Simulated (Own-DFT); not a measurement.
# Strain and stress in bcc W, 16 atoms (W16)

All numbers below are calculated, not measured. They come from Own-DFT, an in-house plane-wave density functional program, since retired, whose code no person has reviewed. Each row is one single-point run on a periodic cell that was not relaxed, without spin or spin-orbit coupling.

Settings of every run: PBE; PseudoDojo norm-conserving scalar-relativistic files; cutoff 50 hartree; 5 x 5 x 5 k mesh centred on Gamma; cold (Marzari-Vanderbilt) smearing of 0.2 eV.

Known limits: forces on such cells failed a check on a denser k mesh; stress not checked against mesh or cutoff.

Unstrained cell vectors in Å: (6.330, 0.000, 0.000); (0.000, 6.330, 0.000); (0.000, 0.000, 6.330). The unstrained cell has measured lattice constants (interpolated for alloys), not those of this functional. That, the random moves and any unrelaxed bonds set the pressure at no strain. Each run strains this cell uniformly, with the atoms carried along. Every atom was also moved at random, by a Gaussian of width 0.05 Å on each axis. Strain is the symmetric tensor, in per cent. Stress is positive in tension, and the pressure is minus a third of its trace.

| run | e_xx (%) | e_yy (%) | e_zz (%) | e_yz (%) | e_xz (%) | e_xy (%) | s_xx (GPa) | s_yy (GPa) | s_zz (GPa) | s_yz (GPa) | s_xz (GPa) | s_xy (GPa) | P (GPa) | E (meV/atom) |
|---|---|---|---|---|---|---|---|---|---|---|---|---|---|---|
| 1 | -0.08 | -0.95 | -0.68 | 0.71 | 1.88 | 0.52 | -12.50 | -15.51 | -14.02 | 2.25 | 6.08 | 1.70 | 14.01 | 46.9 |
| 2 | -0.94 | -0.18 | 0.34 | 0.22 | 1.08 | -0.38 | -12.54 | -9.81 | -8.46 | 0.48 | 3.64 | -1.41 | 10.27 | 12.5 |
| 3 | -1.75 | 1.37 | -1.13 | 0.24 | -0.27 | -1.30 | -16.86 | -6.63 | -14.77 | 0.69 | -0.90 | -4.17 | 12.76 | 25.9 |
| 4 | 0.91 | -0.68 | 0.50 | 1.00 | -0.92 | -0.74 | -2.83 | -8.04 | -4.80 | 2.83 | -2.86 | -1.90 | 5.22 | 0.0 |
| 5 | 1.07 | 1.94 | 0.41 | -1.52 | -1.99 | 1.73 | 1.43 | 3.51 | -0.93 | -3.69 | -5.03 | 3.91 | -1.34 | 60.3 |
| 6 | 0.66 | -0.05 | -0.44 | 0.34 | 0.48 | -0.95 | -5.07 | -7.30 | -9.16 | 1.35 | 1.43 | -3.02 | 7.18 | 7.6 |
| 7 | 0.47 | -0.84 | 1.41 | -0.29 | 1.70 | -1.94 | -4.60 | -8.36 | -1.68 | -0.15 | 5.18 | -5.32 | 4.88 | 19.1 |
| 8 | -0.28 | -1.84 | 0.24 | -1.87 | 0.93 | 0.51 | -12.93 | -18.26 | -11.05 | -6.43 | 3.59 | 2.21 | 14.08 | 26.5 |
| 9 | -0.46 | 0.36 | 0.58 | -0.20 | 1.32 | -0.50 | -8.61 | -5.34 | -4.83 | -0.61 | 3.84 | -1.37 | 6.26 | 10.0 |
| 10 | 0.92 | 0.09 | -0.19 | 1.98 | -1.94 | -1.85 | -4.11 | -6.90 | -7.52 | 5.34 | -5.05 | -5.09 | 6.18 | 41.4 |
| 11 | 1.46 | -1.83 | 0.86 | -1.06 | 1.95 | 0.47 | -2.49 | -13.13 | -4.17 | -3.35 | 6.38 | 1.71 | 6.60 | 28.4 |
| 12 | 1.60 | 1.52 | -0.39 | 1.86 | 1.08 | -1.02 | 2.84 | 2.25 | -3.42 | 5.13 | 3.46 | -3.48 | -0.56 | 13.3 |
| 13 | -1.23 | 1.41 | 1.18 | 1.55 | 0.89 | 1.52 | -9.06 | -1.08 | -1.06 | 4.52 | 1.96 | 4.31 | 3.73 | 16.2 |
| 14 | 0.88 | -1.21 | -1.46 | 0.12 | -1.90 | 1.38 | -9.50 | -16.21 | -16.78 | 0.89 | -6.51 | 4.78 | 14.16 | 39.1 |
| 15 | 1.33 | 1.14 | 0.64 | -1.88 | -0.12 | 0.72 | ? | ? | ? | ? | ? | ? | ? | ? |

E is the free energy for each atom above the lowest run shown.

## Worked fit

Each stress component was fitted by least squares to a constant and the strains of the runs shown, as fractions, with shears doubled. Shear strains stay in the fit of a normal stress only where such slopes are resolved. The slopes, in GPa:

```
stress  at no strain  per e_xx  per e_yy  per e_zz  scatter
  s_xx          -8.2  519 ± 15  202 ± 12  219 ± 18     0.54
  s_yy          -8.2  185 ± 20  514 ± 16  219 ± 24     0.73
  s_zz          -8.1  188 ± 12  198 ± 10  535 ± 15     0.44
```

Each shear stress against twice its own strain: yz 143 ± 8, xz 150 ± 7, xy 146 ± 4 GPa. These are stiffnesses along x, y and z of the frame in which the cell vectors are given, which need not be the crystal's axes. The atoms are held to the strained lattice; where symmetry lets them move under strain, relaxing them would lower some slopes. The table should be nearly symmetric about its diagonal, and what it lacks of that shows the noise. A ninth of its sum, 309 ± 9 GPa, estimates the bulk modulus near the mean pressure of these runs, 7.4 GPa, so it lies above the value at zero pressure.

## Withheld run

Question: what normal stresses and pressure should run 15 give?

The fit gives s_xx = 2.4, s_yy = 1.5, s_zz = 0.1 and P = -1.4 GPa. The calculation gave 2.45, 2.15, 0.68 and P = -1.76 GPa.
